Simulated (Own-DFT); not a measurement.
# One host, several defects: 4H SiC

The numbers are computed, not measured, by runs of the plane-wave DFT program Own-DFT (in-house, retired, unreviewed) at fixed positions, with no spin and no spin-orbit coupling.

All runs used: PBE; PseudoDojo norm-conserving scalar-relativistic files; cutoff 42 hartree; 4 x 4 x 3 k mesh centred on Gamma; Fermi-Dirac smearing of 0.1 eV.

Limits (not all hold for every row): not probed for a lower state with spin; forces on such cells failed a check on a denser k mesh; forces on such cells passed a denser k mesh, each cell not checked; stress not checked against mesh or cutoff.

All runs share one cell, with vectors in Å (9.248, 0.000, 0.000); (-4.624, 8.009, 0.000); (0.000, 0.000, 10.068) and a volume of 745.7 Å³. Atoms were moved at random from their sites; u is the rms move along one axis. The defect's site can differ from row to row.

| cell | formula | u (Å) | P (GPa) |
|---|---|---|---|
| no defect | C36Si36 | 0.0324 | 3.84 |
| no defect | C36Si36 | 0.0598 | 6.06 |
| no defect | C36Si36 | 0.0601 | 6.32 |
| one C vacancy | C35Si36 | 0.0299 | 3.39 |
| one C vacancy | C35Si36 | 0.0316 | 3.46 |
| one C vacancy | C35Si36 | 0.0451 | 3.88 |
| one C vacancy | C35Si36 | 0.0521 | ? |
| two N on a C site each | C34N2Si36 | 0.0304 | 2.79 |
| two N on a C site each | C34N2Si36 | 0.0486 | 3.78 |
| two N on a C site each | C34N2Si36 | 0.0496 | 3.87 |
| two Al on a Si site each | Al2C36Si34 | 0.0312 | 5.87 |
| two Al on a Si site each | Al2C36Si34 | 0.0472 | 6.78 |
| two Al on a Si site each | Al2C36Si34 | 0.0503 | 7.19 |
| one C on a Si site and one Si on a C site | C36Si36 | 0.0316 | 7.29 |
| one C on a Si site and one Si on a C site | C36Si36 | 0.0461 | 8.24 |
| one C on a Si site and one Si on a C site | C36Si36 | 0.0475 | 7.99 |

## Working it out

P = P0 + c u² + a shift for each defect gives P0 = 3.22 GPa, c = 797 ± 62 GPa/Å² and a scatter of 0.19 GPa. The shifts, and each times the cell's volume:

- one C on a Si site and one Si on a C site: 3.19 ± 0.16 GPa, 14.8 eV
- two Al on a Si site each: 1.87 ± 0.16 GPa, 8.7 eV (4.4 eV for each of its 2 sites)
- one C vacancy: -0.68 ± 0.18 GPa, -3.2 eV
- two N on a C site each: -1.27 ± 0.16 GPa, -5.9 eV (-3.0 eV for each of its 2 sites)

Positive is outwards. The product with the volume (160.2 GPa Å³ to the eV) is nearly free of the cell's size; divided by the bulk modulus at the cell's pressure it gives the volume that the defect adds. The atoms around the defects weren't relaxed, which would change these numbers.

## The run left out

Asked: what pressure belongs in the blank (one C vacancy, u = 0.0521 Å)?

The fitted form gives 4.70 ± 0.23 GPa. The hidden result is 5.27 GPa.
